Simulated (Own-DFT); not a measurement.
Simulation results for AlGa$_{3}$N$_{4}$ (wurtzite random alloy, strained, atoms displaced)

Computed with Own-DFT development build. A calculation, not a measurement: plane-wave density functional theory by an unreviewed code, no spin, of a simulated periodic cell, stress positive in tension, run twice, with PBE and with PBEsol, both on files made for PBE, so the change isn't that of files made for PBEsol, forces on such cells passed a denser k mesh, this cell's mesh not checked; the far tail of each file's local potential was reset to the Coulomb form; each entry is a single point on an unrelaxed cell, so the pressure reflects the starting lattice, mostly measured values (interpolated for alloys), from which strain is counted, and rises with the displacements; printed positions are rounded, which can move forces by about a meV/angstrom; the program, named Own-DFT, is a retired in-house code; no spin-orbit coupling; stress was not checked against mesh or cutoff.

AlGa$_{3}$N$_{4}$ (wurtzite random alloy, strained, atoms displaced)

```cif
# cell vector a (Å): 9.4142 0.0000 0.0000
# cell vector b (Å): -4.7071 8.1529 0.0000
# cell vector c (Å): 0.0000 0.0000 10.2685
data_AlGa3N4
_symmetry_space_group_name_H-M 'P 1'
_symmetry_Int_Tables_number 1
_cell_length_a 9.4142
_cell_length_b 9.4142
_cell_length_c 10.2685
_cell_angle_alpha 90.000
_cell_angle_beta 90.000
_cell_angle_gamma 120.000
_cell_volume 788.14
loop_
_atom_site_label
_atom_site_type_symbol
_atom_site_fract_x
_atom_site_fract_y
_atom_site_fract_z
_atom_site_occupancy
Al1 Al 0.11453 0.22379 0.99627 1
Ga1 Ga 0.22727 0.11246 0.24535 1
N1 N 0.10120 0.21623 0.18363 1
N2 N 0.23250 0.11744 0.44041 1
Ga2 Ga 0.11162 0.21693 0.49476 1
Ga3 Ga 0.20751 0.09541 0.74806 1
N3 N 0.10829 0.22645 0.68801 1
N4 N 0.23116 0.11771 0.94552 1
Al2 Al 0.11588 0.55274 0.00228 1
Ga4 Ga 0.23011 0.45262 0.24585 1
N5 N 0.11525 0.55656 0.19492 1
N6 N 0.22238 0.44739 0.44071 1
Al3 Al 0.10566 0.54953 0.50409 1
Ga5 Ga 0.23799 0.46673 0.74746 1
N7 N 0.10054 0.55474 0.68850 1
N8 N 0.21742 0.44197 0.94092 1
Ga6 Ga 0.10490 0.88153 0.00966 1
Ga7 Ga 0.22739 0.79049 0.24905 1
N9 N 0.11204 0.88259 0.18161 1
N10 N 0.21792 0.77344 0.44293 1
Ga8 Ga 0.10159 0.87365 0.49708 1
Al4 Al 0.23268 0.77704 0.75363 1
N11 N 0.10153 0.89119 0.70132 1
N12 N 0.22149 0.78613 0.94508 1
Ga9 Ga 0.45271 0.21722 0.99815 1
Al5 Al 0.56060 0.12221 0.24932 1
N13 N 0.44445 0.22423 0.20030 1
N14 N 0.56040 0.11826 0.43761 1
Ga10 Ga 0.44627 0.22799 0.49928 1
Ga11 Ga 0.57001 0.11891 0.75226 1
N15 N 0.44901 0.22652 0.69103 1
N16 N 0.54544 0.10248 0.94245 1
Ga12 Ga 0.43645 0.54758 0.99297 1
Ga13 Ga 0.55387 0.45538 0.25205 1
N17 N 0.44729 0.55173 0.18572 1
N18 N 0.56587 0.45373 0.44153 1
Ga14 Ga 0.44866 0.56190 0.49751 1
Ga15 Ga 0.55115 0.43177 0.75316 1
N19 N 0.43702 0.55031 0.69430 1
N20 N 0.54941 0.43397 0.94216 1
Ga16 Ga 0.45182 0.89437 0.00073 1
Ga17 Ga 0.54990 0.77917 0.25233 1
N21 N 0.43943 0.88464 0.18871 1
N22 N 0.54653 0.77018 0.44402 1
Ga18 Ga 0.44812 0.89350 0.50110 1
Ga19 Ga 0.54635 0.77836 0.74547 1
N23 N 0.45828 0.88225 0.68734 1
N24 N 0.55509 0.77431 0.93223 1
Ga20 Ga 0.76952 0.21460 0.00319 1
Al6 Al 0.89265 0.10666 0.24600 1
N25 N 0.78345 0.21758 0.18521 1
N26 N 0.89254 0.12026 0.43281 1
Ga21 Ga 0.77912 0.22234 0.49587 1
Ga22 Ga 0.89734 0.11279 0.75153 1
N27 N 0.77272 0.21162 0.69699 1
N28 N 0.87553 0.09609 0.94122 1
Ga23 Ga 0.78532 0.55814 0.00039 1
Al7 Al 0.88787 0.43382 0.24555 1
N29 N 0.76534 0.54961 0.19547 1
N30 N 0.89470 0.44682 0.44062 1
Al8 Al 0.76186 0.54974 0.49882 1
Ga24 Ga 0.88375 0.44065 0.75524 1
N31 N 0.77984 0.55399 0.68694 1
N32 N 0.87988 0.44583 0.93972 1
Ga25 Ga 0.78504 0.88835 0.98968 1
Ga26 Ga 0.89684 0.78352 0.25566 1
N33 N 0.78250 0.88640 0.17973 1
N34 N 0.89174 0.77684 0.44048 1
Ga27 Ga 0.77652 0.88952 0.49910 1
Al9 Al 0.89389 0.78035 0.74774 1
N35 N 0.76722 0.87976 0.68880 1
N36 N 0.89529 0.77693 0.93333 1
```

It was run with functional PBE, then PBEsol, potential files PseudoDojo norm-conserving, scalar-relativistic, standard set, wave cutoff 42 hartree, occupations Fermi-Dirac, smearing width 0.1 eV and k mesh 4 x 4 x 3 centred on Gamma.

It finds PBE pressure 12.84 GPa; PBE stress xx -17.59 GPa; PBE stress yy -12.89 GPa; PBE stress zz -8.02 GPa; PBE stress yz 0.87 GPa; PBE stress xz 0.21 GPa; PBE stress xy -0.29 GPa; PBEsol pressure 7.76 GPa; PBEsol stress xx -12.39 GPa; PBEsol stress yy -7.82 GPa; PBEsol stress zz -3.08 GPa; PBEsol stress yz 0.82 GPa; PBEsol stress xz 0.21 GPa; PBEsol stress xy -0.31 GPa; rms change of force components from PBE to PBEsol 0.076 eV/Å.

Force:
```csv
force element,PBE force x (eV/Å),PBE force y (eV/Å),PBE force z (eV/Å),PBEsol force x (eV/Å),PBEsol force y (eV/Å),PBEsol force z (eV/Å)
Al,-0.365,-1.092,0.364,-0.372,-1.093,0.351
Ga,-1.503,-0.209,0.514,-1.455,-0.185,0.504
N,1.215,0.796,-0.274,1.352,0.868,-0.192
N,-0.988,-1.985,-0.806,-0.976,-1.925,-0.791
Ga,-0.189,1.176,0.853,-0.183,1.158,0.835
Ga,0.796,4.688,1.605,0.782,4.575,1.565
N,1.337,0.545,-0.189,1.303,0.5,-0.181
N,-1.643,-0.889,-0.539,-1.466,-0.951,-0.573
Al,-1.516,0.964,0.357,-1.521,0.982,0.361
Ga,-0.366,-1.639,1.115,-0.352,-1.586,1.095
N,-1.694,0.089,-1.776,-1.52,0.153,-1.657
N,-0.071,0.036,-0.189,0.077,-0.035,-0.238
Al,0.41,0.437,-0.571,0.426,0.43,-0.559
Ga,-3.65,-3.703,0.959,-3.554,-3.639,0.938
N,1.371,1.493,0.059,1.342,1.328,0.176
N,-1.039,-0.392,-0.425,-0.845,-0.287,-0.53
Ga,-0.057,1.743,-3.291,-0.031,1.698,-3.213
Ga,0.361,-2.317,1.182,0.362,-2.272,1.134
N,-1.047,1.146,3.244,-1.022,1.12,3.18
N,1.022,-0.379,-0.203,0.984,-0.216,-0.249
Ga,0.957,2.442,1.806,0.931,2.397,1.741
Al,-1.677,0.439,0.144,-1.66,0.462,0.142
N,3.015,-3.29,-2.617,3.041,-3.028,-2.642
N,1.937,-2.398,-1.634,1.879,-2.219,-1.499
Ga,-2.505,0.868,1.731,-2.465,0.847,1.665
Al,0.476,-1.109,0.36,0.492,-1.127,0.342
N,1.609,0.26,-1.398,1.406,0.326,-1.416
N,-0.213,-0.822,-0.932,-0.2,-0.803,-0.757
Ga,0.761,0.154,0.765,0.738,0.143,0.745
Ga,-3.061,-2.053,0.4,-2.97,-1.997,0.39
N,-0.217,-2.997,-0.898,-0.201,-2.905,-0.878
N,2.149,1.053,-1.339,2.114,1.042,-1.298
Ga,1.407,1,0.717,1.38,0.971,0.705
Ga,1.098,-1.915,0.642,1.067,-1.866,0.614
N,-1.849,1.661,-0.669,-1.818,1.615,-0.632
N,-2.634,-1.276,-0.827,-2.83,-1.38,-0.913
Ga,-0.583,-2.644,1.6,-0.579,-2.585,1.551
Ga,-0.196,2.785,0.534,-0.192,2.701,0.528
N,3.689,1.447,-1.887,3.583,1.431,-1.84
N,0.69,1.439,-0.326,0.672,1.399,-0.332
Ga,-0.135,-2.704,0.334,-0.152,-2.635,0.33
Ga,1.556,-0.23,-0.603,1.508,-0.251,-0.602
N,0.891,2.529,0.317,0.869,2.357,0.279
N,0.76,2.628,-1.633,0.746,2.569,-1.599
Ga,-0.822,0.008,-0.229,-0.781,0.001,-0.211
Ga,5.181,-2.703,2.196,5.077,-2.624,2.14
N,-6.888,3.072,-1.054,-6.615,3.045,-1.08
N,-0.297,-0.134,0.927,-0.298,-0.129,0.898
Ga,0.755,0.547,-0.983,0.728,0.515,-0.959
Al,-0.734,-0.416,-0.049,-0.744,-0.435,-0.032
N,-1.111,-0.152,1.608,-1.1,-0.17,1.403
N,0.369,-1.913,-0.809,0.356,-1.863,-0.628
Ga,0.005,0.776,1.294,0.006,0.751,1.265
Ga,-1.13,-1.192,0.147,-1.138,-1.164,0.134
N,2.223,2.109,-1.869,2.163,2.069,-1.808
N,1.316,4.063,-0.85,1.199,3.903,-0.873
Ga,-2.699,0.337,1.171,-2.645,0.318,1.131
Al,-0.418,1.619,1.057,-0.423,1.616,1.054
N,3.46,0.716,-0.799,3.277,0.757,-0.819
N,-1.487,0.231,-0.946,-1.505,0.072,-0.9
Al,4.562,1.596,1.342,4.589,1.603,1.35
Ga,-0.039,-0.121,-0.741,-0.05,-0.121,-0.725
N,-0.953,0.796,-0.503,-0.92,0.632,-0.385
N,3.36,-1.206,0.69,3.174,-1.228,0.631
Ga,-0.739,-2.707,1.218,-0.731,-2.639,1.203
Ga,-0.872,-1.268,-1.073,-0.862,-1.241,-1.063
N,-0.808,0.487,1.605,-0.776,0.344,1.526
N,-1.86,-1.19,0.044,-1.801,-1.02,-0.012
Ga,0.038,0.43,0.408,0.029,0.418,0.416
Al,-2.155,-1.828,0.381,-2.183,-1.832,0.381
N,2.051,0.604,-0.142,1.886,0.656,-0.19
N,-0.621,-0.335,-0.618,-0.604,-0.32,-0.428
```
